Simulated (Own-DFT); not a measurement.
# A layer strained by its substrate: diamond-structure GeSn with randomly placed atoms, 64 atoms (Ge52Sn12)

Everything here is calculated. The program is Own-DFT (plane waves, in-house, since retired, never reviewed by a person); positions were held fixed, and spin and spin-orbit coupling were off.

All runs used: PBE; PseudoDojo norm-conserving scalar-relativistic files; cutoff 49 hartree; 3 x 3 x 3 k mesh centred on Gamma; Fermi-Dirac smearing of 0.1 eV.

Limits: forces on such cells moved up to 12 meV/angstrom on a denser k mesh; stress not checked against mesh or cutoff.

Unstrained cell vectors in Å: (11.628, 0.000, 0.000); (0.000, 11.628, 0.000); (0.000, 0.000, 11.628). The unstrained cell has measured lattice constants (interpolated for alloys), not those of this functional. That, the random moves and any unrelaxed bonds set the pressure at no strain. Each run strains x and y alike by e, as a substrate would, and holds the height along z. All atoms carry random offsets, Gaussian with a width of 0.05 Å per axis. The random placing of the alloy's atoms differs from row to row. Stress is positive in tension.

| e (%) | u (Å) | (s_xx + s_yy)/2 (GPa) | s_zz (GPa) |
|---|---|---|---|
| -2.75 | 0.049 | -10.72 | -9.18 |
| -2.50 | 0.047 | ? | ? |
| -2.25 | 0.050 | -9.92 | -8.66 |
| -0.25 | 0.049 | -5.67 | -5.44 |
| 0.75 | 0.051 | -4.38 | -4.91 |
| 1.50 | 0.054 | -3.49 | -4.30 |
| 1.75 | 0.051 | -2.76 | -3.46 |
| 2.25 | 0.045 | -1.68 | -2.82 |
| 2.75 | 0.052 | -1.75 | -2.89 |
| 3.00 | 0.056 | -1.01 | -2.53 |

## What the rows give

With e as a fraction, the in-plane stress is -5.5 + 170 e - 811 e² GPa (errors 5 and 325, scatter 0.29), and s_zz is -5.5 + 118 e - 649 e² GPa (slope ± 5, scatter 0.31). At e = 0 the first slope is C11 + C12 and the second 2 C12, both with the ions held to the strained lattice and at the cell's own pressure. A free layer would change its height as e changes, and the in-plane slope would drop by 2 C12²/C11 to the biaxial modulus. At fixed height, a misfit of 1 % moves the in-plane stress by about 1.7 GPa and s_zz by 1.2 GPa.

## Prediction

Asked: what are the two stresses at e = -2.50 %?

The fit gives -10.3 and -8.9 GPa. Computed: -10.13 and -8.88 GPa.
